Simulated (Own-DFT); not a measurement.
Simulation results for Hf$_{36}$O$_{71}$ (tetragonal hafnia with one neutral oxygen vacancy, atoms displaced)

A calculation, not a measurement: plane-wave PBE and HSE06 DFT by an unreviewed code, no spin, of a simulated cell at Gamma alone, so results move with cell size and shape, stress positive in tension, energies less offsets, not probed for a lower state with spin; hafnium file: forces about 75 meV/angstrom off all-electron values; oxygen file: force components 24 meV/angstrom off all-electron in a glass; k mesh not checked against a denser one; forces and stress are PBE's, HSE06 gives the energy alone, and its difference from PBE has offsets of its own; offsets are fitted by least squares, one for each functional and potential file, so energies compare only between cells with the same atoms and settings and are not formation energies; the far tail of each file's local potential was reset to the Coulomb form; each entry is a single point on an unrelaxed cell, so the pressure reflects the starting lattice, taken from the Materials Project, from which strain is counted, and rises with the displacements; printed positions are rounded, which can move forces by about a meV/angstrom; the program is a retired in-house code; no spin-orbit coupling. Program: Own-DFT development build.

Common to all runs: first functional PBE; second functional HSE06; exact exchange share 0.25; screening 0.11 1/bohr; exchange divergence Gygi-Baldereschi; potential files PseudoDojo norm-conserving, scalar-relativistic, made for PBE, standard set; wave cutoff 48 hartree; occupations fixed; k mesh 1 x 1 x 1 centred on Gamma.

(1) Hf$_{36}$O$_{71}$ (tetragonal hafnia with one neutral oxygen vacancy, atoms displaced)

```
Hf36O71
1.0
     10.7800     0.0000     0.0000
      0.0000    10.7800     0.0000
      0.0000     0.0000    10.4493
Hf O Hf O Hf O Hf O Hf O Hf O Hf O Hf O Hf O Hf O Hf O Hf O Hf O Hf O Hf O Hf O Hf O Hf O
2 4 2 4 2 4 2 4 2 4 2 4 2 4 2 4 2 4 2 4 2 4 2 4 2 4 2 4 2 4 2 3 2 4 2 4
Direct
  0.99795 0.99985 0.99820
  0.17138 0.16647 0.25440
  0.00179 0.16811 0.15151
  0.16870 0.00064 0.34989
  0.99544 0.16876 0.40212
  0.16743 0.99872 0.09597
  0.99940 0.99958 0.50230
  0.16745 0.16707 0.75068
  0.99619 0.16522 0.65261
  0.16809 0.99788 0.84404
  0.00404 0.16417 0.90003
  0.16730 0.00062 0.59838
  0.00263 0.33152 0.99991
  0.16985 0.50198 0.25004
  0.00136 0.49760 0.15681
  0.16724 0.33437 0.34844
  0.00091 0.50123 0.39795
  0.16884 0.33266 0.10026
  0.00152 0.33775 0.49762
  0.16269 0.49980 0.75007
  0.00181 0.50045 0.65309
  0.16584 0.33771 0.85072
  0.00448 0.49818 0.90168
  0.16660 0.33331 0.59615
  0.00243 0.66703 0.99851
  0.16853 0.83388 0.24783
  0.00153 0.83802 0.15149
  0.16562 0.66323 0.34743
  0.99133 0.83326 0.40397
  0.16544 0.66928 0.09938
  0.99824 0.66274 0.50371
  0.16740 0.83490 0.74865
  0.99705 0.83080 0.65027
  0.16511 0.66342 0.84810
  0.00046 0.82941 0.90260
  0.16156 0.66392 0.59413
  0.34188 0.00173 0.00279
  0.50365 0.16868 0.24754
  0.33093 0.16742 0.15804
  0.50391 0.99654 0.34719
  0.33127 0.16057 0.40319
  0.50733 0.00090 0.09710
  0.33520 0.99882 0.49877
  0.49669 0.16898 0.75179
  0.33400 0.16473 0.65580
  0.49863 0.99977 0.85091
  0.33654 0.16431 0.90704
  0.49841 0.99544 0.59892
  0.33301 0.33353 0.99558
  0.50186 0.50088 0.24536
  0.32959 0.49765 0.15413
  0.49994 0.33764 0.34901
  0.33050 0.50174 0.40477
  0.50115 0.33012 0.09943
  0.33480 0.33339 0.50126
  0.49811 0.49605 0.75128
  0.33746 0.50034 0.65936
  0.50049 0.33174 0.84415
  0.33007 0.49828 0.90336
  0.49828 0.33353 0.59902
  0.33656 0.66949 0.99634
  0.50639 0.83458 0.24885
  0.33658 0.83326 0.15202
  0.49858 0.66699 0.34744
  0.33676 0.83395 0.40185
  0.50283 0.67185 0.09306
  0.33895 0.66096 0.50467
  0.49780 0.84034 0.75016
  0.33347 0.83170 0.65497
  0.49741 0.66854 0.84690
  0.33253 0.83641 0.90530
  0.49994 0.66465 0.59700
  0.66802 0.99567 0.00179
  0.83072 0.16577 0.24823
  0.66622 0.16927 0.15649
  0.83421 0.99950 0.34836
  0.66325 0.16420 0.40602
  0.83197 0.00293 0.09781
  0.67014 0.99838 0.50706
  0.83228 0.16630 0.75379
  0.66564 0.17340 0.65815
  0.83609 0.99177 0.84644
  0.66412 0.15336 0.90381
  0.83483 0.99678 0.60406
  0.66538 0.33339 0.99895
  0.83381 0.49715 0.25239
  0.65863 0.50372 0.15221
  0.83165 0.32930 0.34631
  0.66536 0.50252 0.40206
  0.83369 0.33497 0.10391
  0.66784 0.33278 0.49768
  0.83148 0.49907 0.75106
  0.66996 0.49837 0.65506
  0.67027 0.49966 0.90311
  0.83045 0.33082 0.60052
  0.66347 0.66887 0.99591
  0.82720 0.83465 0.24653
  0.66606 0.83488 0.15237
  0.83219 0.66728 0.34613
  0.66256 0.83541 0.40701
  0.83409 0.66612 0.09986
  0.66706 0.66853 0.50083
  0.83292 0.83131 0.74739
  0.66451 0.83501 0.65239
  0.83523 0.66577 0.84524
  0.66941 0.83072 0.90355
  0.83356 0.66628 0.59684
```

* PBE energy of cell above offsets: -100.864 eV
* HSE06 less PBE above offsets: -0.146 eV
* PBE pressure: 1.13 GPa
* PBE stress xx: -1.1 GPa
* PBE stress yy: -0.42 GPa
* PBE stress zz: -1.87 GPa
* PBE stress yz: -0.02 GPa
* PBE stress xz: -0.26 GPa
* PBE stress xy: -0.04 GPa

Force:
| element | x (eV/Å) | y (eV/Å) | z (eV/Å) |
| --- | --- | --- | --- |
| Hf | 0.815 | -0.727 | 0.653 |
| Hf | -1.278 | -0.003 | -0.264 |
| O | -0.356 | -0.13 | 0.037 |
| O | -0.343 | -0.456 | -0.135 |
| O | 0.301 | -0.117 | 0.456 |
| O | 0.383 | 0.082 | -0.318 |
| Hf | 0.095 | -0.106 | -0.733 |
| Hf | -1.027 | -0.383 | -0.241 |
| O | 0.662 | 0.131 | 0.435 |
| O | -0.109 | 0.608 | 0.095 |
| O | -0.54 | 0.669 | -0.01 |
| O | -0.004 | -0.086 | 0.019 |
| Hf | 0.18 | 0.081 | 0.971 |
| Hf | -0.836 | -0.066 | 0.189 |
| O | -0.259 | -0.031 | -0.513 |
| O | 0.087 | -0.192 | 0.31 |
| O | -0.679 | -0.545 | 0.684 |
| O | 0.142 | -0.125 | -0.785 |
| Hf | -0.336 | -0.959 | -0.054 |
| Hf | 0.429 | 0.424 | 0.191 |
| O | -1.023 | -0.296 | -0.353 |
| O | 0.35 | -1.334 | -0.288 |
| O | -0.711 | -0.207 | 0.104 |
| O | 0.251 | -0.048 | 0.37 |
| Hf | -0.335 | -0.137 | 0.678 |
| Hf | -0.182 | -0.292 | 0.389 |
| O | -0.758 | -0.031 | 0.173 |
| O | 0.03 | 1.138 | -0.159 |
| O | 0.591 | -0.11 | 0.238 |
| O | 0.617 | -0.013 | -0.48 |
| Hf | 0.187 | 1.243 | -1.383 |
| Hf | -0.708 | -0.393 | 0.023 |
| O | 0.826 | 0.167 | 0.425 |
| O | 0.36 | 0.676 | -0.238 |
| O | 0.208 | 0.6 | -0.177 |
| O | 1.445 | -0.031 | 0.632 |
| Hf | -1.427 | -0.729 | 0.546 |
| Hf | -0.747 | -0.243 | 1.2 |
| O | 1.356 | -0.34 | -0.64 |
| O | -0.196 | 1.011 | -0.342 |
| O | 0.369 | 1.441 | 0.305 |
| O | -0.872 | 0.206 | 0.544 |
| Hf | -0.498 | -0.851 | -0.325 |
| Hf | 0.765 | -0.858 | -0.363 |
| O | -0.174 | 0.312 | -0.107 |
| O | -0.184 | 0.046 | -0.177 |
| O | -0.139 | 0.669 | -0.596 |
| O | 0.52 | 0.339 | 0.311 |
| Hf | -0.737 | 0.231 | 1.446 |
| Hf | -1.028 | 0.215 | 1.13 |
| O | 1.559 | 0.305 | -0.61 |
| O | -0.114 | -0.689 | -0.195 |
| O | 0.18 | -0.767 | 0.382 |
| O | -0.496 | 0.003 | -0.631 |
| Hf | -0.292 | -0.147 | -0.768 |
| Hf | 0.948 | 1.086 | -0.308 |
| O | -1.082 | -0.004 | -0.793 |
| O | 0.082 | 0.167 | 1.11 |
| O | 0.741 | 0.308 | 0.058 |
| O | 0.269 | 0.028 | -0.103 |
| Hf | -0.791 | -0.025 | 0.548 |
| Hf | -1.792 | -0.313 | 1.13 |
| O | 0.219 | 0.133 | 0.001 |
| O | 0.169 | -0.163 | -0.344 |
| O | -0.278 | -0.493 | 0.538 |
| O | -0.682 | -0.24 | 0.284 |
| Hf | -1.216 | 1.252 | -1.055 |
| Hf | 0.028 | -0.732 | -0.135 |
| O | -0.136 | -0.167 | -0.042 |
| O | 0.068 | -0.371 | -0.095 |
| O | 0.067 | -0.277 | -0.357 |
| O | 0.726 | -0.106 | 0.343 |
| Hf | 0.613 | -0.311 | -0.473 |
| Hf | 1.559 | -0.34 | 0.403 |
| O | 0.129 | 0.056 | -0.637 |
| O | -0.547 | 0.208 | -0.011 |
| O | 0.007 | 0.257 | 0.051 |
| O | 0.022 | -0.032 | 0.063 |
| Hf | -0.364 | 0.087 | -0.637 |
| Hf | 0.162 | 0.076 | -0.147 |
| O | -0.118 | -0.565 | -0.169 |
| O | 0.1 | 1.219 | 0.415 |
| O | 0.501 | 2.242 | 0.081 |
| O | -0.505 | 0.227 | -0.494 |
| Hf | 0.894 | -0.458 | 0.373 |
| Hf | 0.13 | 0.811 | -0.581 |
| O | 1.609 | -0.401 | -0.498 |
| O | -0.367 | 0.739 | 0.633 |
| O | 0.249 | -0.447 | 0.223 |
| O | -0.634 | 0.063 | -1.535 |
| Hf | -0.166 | 0.128 | 0.371 |
| Hf | 0.226 | -0.433 | 0.2 |
| O | -0.848 | 0.104 | -0.082 |
| O | 0.062 | -0.444 | -0.043 |
| O | 0.789 | 0.317 | -0.05 |
| Hf | 1.251 | -0.754 | 0.538 |
| Hf | 2.412 | -0.601 | 1 |
| O | 0.253 | -0.077 | -0.549 |
| O | -0.46 | -0.099 | 0.001 |
| O | 0.38 | -0.319 | -0.487 |
| O | -0.401 | 0.077 | -0.679 |
| Hf | 0.041 | -0.295 | -0.349 |
| Hf | 0.362 | -0.213 | 0.103 |
| O | 0.069 | -0.148 | 0.199 |
| O | -0.127 | -0.311 | 0.046 |
| O | -0.329 | 0.527 | -0.355 |
| O | -0.616 | -0.127 | 0.244 |

(2) Hf$_{36}$O$_{71}$ (tetragonal hafnia with one neutral oxygen vacancy, atoms displaced)

```
Hf36O71
1.0
     10.7800     0.0000     0.0000
      0.0000    10.7800     0.0000
      0.0000     0.0000    10.4493
Hf O Hf O Hf O Hf O Hf O Hf O Hf O Hf O Hf O Hf O Hf O Hf O Hf O Hf O Hf O Hf O Hf O Hf O
2 4 2 4 2 4 2 4 2 4 2 4 2 4 2 4 2 4 2 4 2 4 2 4 2 4 2 4 2 4 2 4 2 3 2 4
Direct
  0.00240 0.00622 0.99825
  0.17303 0.16558 0.25384
  0.00957 0.16436 0.16303
  0.16117 0.00014 0.34654
  0.99518 0.16449 0.41811
  0.17023 0.00718 0.10337
  0.00603 0.98313 0.48414
  0.17660 0.15655 0.76652
  0.00317 0.16555 0.64865
  0.17486 0.00090 0.85049
  0.99827 0.16594 0.90268
  0.17573 0.99722 0.60163
  0.98809 0.32895 0.01086
  0.17109 0.49144 0.25321
  0.00097 0.50335 0.13661
  0.17144 0.33331 0.34065
  0.99809 0.47637 0.40042
  0.16028 0.33741 0.08549
  0.01647 0.32917 0.49652
  0.16231 0.48759 0.75368
  0.00831 0.49840 0.66219
  0.16953 0.32219 0.84162
  0.99334 0.50212 0.90383
  0.16365 0.33801 0.59451
  0.00238 0.65571 0.99228
  0.16178 0.82465 0.24044
  0.99738 0.83955 0.15195
  0.16866 0.68083 0.34391
  0.98695 0.81627 0.39323
  0.16865 0.66122 0.09664
  0.00561 0.66793 0.50897
  0.16329 0.83060 0.74194
  0.00507 0.84063 0.66388
  0.14474 0.66179 0.84360
  0.99421 0.83865 0.89564
  0.15244 0.66750 0.60591
  0.33309 0.00101 0.00389
  0.50042 0.16014 0.25701
  0.32957 0.16315 0.14354
  0.50962 0.00705 0.34720
  0.33195 0.17213 0.40685
  0.50244 0.00238 0.09763
  0.32492 0.00868 0.50551
  0.49249 0.16633 0.75853
  0.33266 0.17390 0.64912
  0.49200 0.00814 0.84465
  0.33172 0.16921 0.89220
  0.49468 0.99667 0.60604
  0.32307 0.34037 0.00056
  0.51086 0.50545 0.25215
  0.33716 0.49052 0.15933
  0.50587 0.33819 0.34349
  0.33793 0.50646 0.40038
  0.49209 0.33981 0.11363
  0.33841 0.33711 0.50329
  0.49752 0.49920 0.75381
  0.33945 0.48444 0.65168
  0.50658 0.35359 0.84733
  0.32081 0.49760 0.90871
  0.51331 0.33583 0.60205
  0.35312 0.67251 0.00826
  0.50059 0.82684 0.24982
  0.33113 0.83790 0.15440
  0.48385 0.66856 0.35711
  0.34403 0.83632 0.40132
  0.49742 0.66611 0.10223
  0.34954 0.66238 0.51540
  0.49687 0.83304 0.74436
  0.33551 0.83046 0.64559
  0.49915 0.67141 0.83744
  0.33917 0.85415 0.89911
  0.49057 0.66731 0.58854
  0.67353 0.01468 0.99863
  0.84279 0.16127 0.23912
  0.66115 0.17533 0.16488
  0.82103 0.99698 0.34658
  0.66239 0.16571 0.40080
  0.83029 0.99755 0.08858
  0.66754 0.00452 0.50000
  0.84336 0.15815 0.76447
  0.66986 0.17320 0.65281
  0.82913 0.97900 0.83769
  0.64934 0.17501 0.90706
  0.82629 0.99416 0.60663
  0.66595 0.33967 0.00985
  0.83173 0.50488 0.24697
  0.66821 0.50327 0.15346
  0.85047 0.32429 0.34219
  0.66473 0.50810 0.41098
  0.82539 0.33387 0.08588
  0.67848 0.33158 0.49783
  0.84157 0.50352 0.73099
  0.65887 0.49902 0.64982
  0.83456 0.33716 0.85904
  0.67068 0.50585 0.90077
  0.83007 0.33571 0.61333
  0.66974 0.67663 0.00244
  0.83536 0.83644 0.25585
  0.65545 0.84758 0.13285
  0.83070 0.65511 0.32178
  0.66429 0.82444 0.40341
  0.66840 0.67026 0.49088
  0.82420 0.83378 0.76356
  0.67524 0.82824 0.65925
  0.83057 0.66016 0.84561
  0.65650 0.83186 0.91035
  0.83056 0.65842 0.59174
```

- PBE energy of cell above offsets: -85.456 eV
- HSE06 less PBE above offsets: 0.671 eV
- PBE pressure: 6.57 GPa
- PBE stress xx: -6.3 GPa
- PBE stress yy: -7.41 GPa
- PBE stress zz: -6.01 GPa
- PBE stress yz: 1.1 GPa
- PBE stress xz: -2.84 GPa
- PBE stress xy: 0.17 GPa

Force:
| element | x (eV/Å) | y (eV/Å) | z (eV/Å) |
| --- | --- | --- | --- |
| Hf | 1.596 | -3.612 | 0.523 |
| Hf | 1.732 | -0.859 | -0.644 |
| O | -1.199 | 0.367 | -1.764 |
| O | -0.595 | -0.929 | 0.893 |
| O | 0.44 | -2.451 | -2.055 |
| O | -1.605 | -0.401 | -0.919 |
| Hf | -0.787 | 2.779 | 3.194 |
| Hf | -0.912 | 1.317 | -3.99 |
| O | -0.215 | -0.53 | 2.321 |
| O | -1.195 | -1.783 | 1.242 |
| O | -0.474 | -0.548 | 0.435 |
| O | -2.672 | -0.355 | 0.125 |
| Hf | 0.655 | 2.58 | -2.964 |
| Hf | 0.201 | 3.194 | -1.246 |
| O | -0.766 | -0.23 | 1.945 |
| O | -0.055 | -1.234 | 0.923 |
| O | 0.546 | 5.45 | -0.858 |
| O | -0.038 | -0.07 | 1.679 |
| Hf | -3.54 | -2.076 | 1.831 |
| Hf | 1.922 | 0.866 | 0.842 |
| O | -0.834 | 0.235 | -2.39 |
| O | -0.48 | 1.567 | 1.081 |
| O | 0.56 | -3.079 | -0.959 |
| O | 2.643 | 0.446 | 0.469 |
| Hf | 0.033 | 1.877 | 0.362 |
| Hf | 1.347 | 0.855 | -0.378 |
| O | -0.679 | 0.146 | -0.072 |
| O | -0.948 | -3.316 | 1.245 |
| O | -0.258 | 1.592 | 0.667 |
| O | 0.884 | 0.894 | -0.272 |
| Hf | -0.798 | -2.098 | -1.094 |
| Hf | 1.47 | -0.751 | 2.33 |
| O | -2.397 | -0.108 | -3.21 |
| O | 1.056 | 0.803 | -0.3 |
| O | 0.852 | 0.347 | 1.815 |
| O | 2.933 | 0.1 | -0.06 |
| Hf | 1.182 | 1.612 | 0.493 |
| Hf | -0.611 | 2.538 | -1.303 |
| O | 0.077 | 0.63 | 1.368 |
| O | -0.141 | -2.853 | 0.665 |
| O | -0.269 | -0.651 | -1.058 |
| O | -0.298 | 0.736 | -0.307 |
| Hf | 3.243 | -1.839 | -1.256 |
| Hf | 1.845 | 1.918 | -1.821 |
| O | -0.282 | -0.174 | 0.122 |
| O | 0.973 | -1.63 | 0.48 |
| O | 0.596 | 0.462 | 1.285 |
| O | 0.688 | 0.278 | -1.12 |
| Hf | 2.419 | -1.108 | 0.794 |
| Hf | -2.415 | -2.435 | 1.057 |
| O | -0.739 | 0.927 | -0.327 |
| O | -0.159 | -0.235 | 1.178 |
| O | -1.186 | -1.377 | 0.728 |
| O | 0.903 | -0.174 | -2.41 |
| Hf | 1.844 | 0.892 | 0.536 |
| Hf | 2.449 | 0.546 | -1.591 |
| O | -1.82 | 1.164 | 0.114 |
| O | -0.946 | -3.98 | 1.993 |
| O | 0.258 | 2.326 | -0.4 |
| O | -1.811 | -0.567 | -1.389 |
| Hf | -5.208 | 0.119 | -2.688 |
| Hf | -0.993 | 2.252 | 1.081 |
| O | 0.808 | -0.642 | -1.027 |
| O | 1.835 | -0.134 | -1.558 |
| O | -0.371 | 1.046 | 0.699 |
| O | 2.727 | -0.005 | 1.662 |
| Hf | -8.52 | 1.203 | -5.586 |
| Hf | 0.564 | 2.216 | 0.53 |
| O | -1.081 | -0.679 | 0.76 |
| O | -1.32 | -0.508 | 1.625 |
| O | 0.075 | -4.486 | -0.137 |
| O | 8.536 | 0.539 | 4.335 |
| Hf | -4.005 | -2.302 | 0.165 |
| Hf | -2.675 | 1.273 | 3.007 |
| O | 2.333 | -0.557 | -1.712 |
| O | 1.125 | 0.85 | 0.103 |
| O | 0.526 | 0.315 | 0.677 |
| O | 1.974 | 1.394 | 1.058 |
| Hf | -0.65 | 0.81 | 1.516 |
| Hf | -0.616 | 2.518 | -4.082 |
| O | 0.135 | -1.27 | 0.774 |
| O | -0.496 | 8.935 | 5.032 |
| O | 1.199 | -0.246 | 0.168 |
| O | 1.334 | 0.078 | -1.92 |
| Hf | -3.722 | 1.438 | -2.7 |
| Hf | 1.638 | -4.538 | -1.742 |
| O | 0.399 | 0.339 | -0.341 |
| O | -1.848 | 0.037 | -0.851 |
| O | 0.36 | -1.47 | -2.112 |
| O | 1.717 | -1.039 | 3.672 |
| Hf | -1.235 | -0.354 | 1.771 |
| Hf | -3.677 | -1.595 | 2.654 |
| O | 1.064 | 1.1 | 0.249 |
| O | 0.436 | -1.445 | -0.992 |
| O | -0.634 | 0.299 | 1.688 |
| O | 1.528 | 0.459 | -1.572 |
| Hf | 1.783 | -1.835 | -0.832 |
| Hf | -0.972 | -1.656 | -2.767 |
| O | 1.416 | -1.655 | 3.058 |
| O | -0.208 | 4.675 | 2.522 |
| O | 0.369 | 2.208 | -1.701 |
| Hf | -0.679 | -1.693 | 3.465 |
| Hf | 1.58 | -6.168 | -3.566 |
| O | -3.091 | -0.596 | -1.227 |
| O | 0.221 | 1.096 | 0.713 |
| O | 0.496 | 1.666 | -1.75 |
| O | 1.601 | 0.006 | -0.7 |
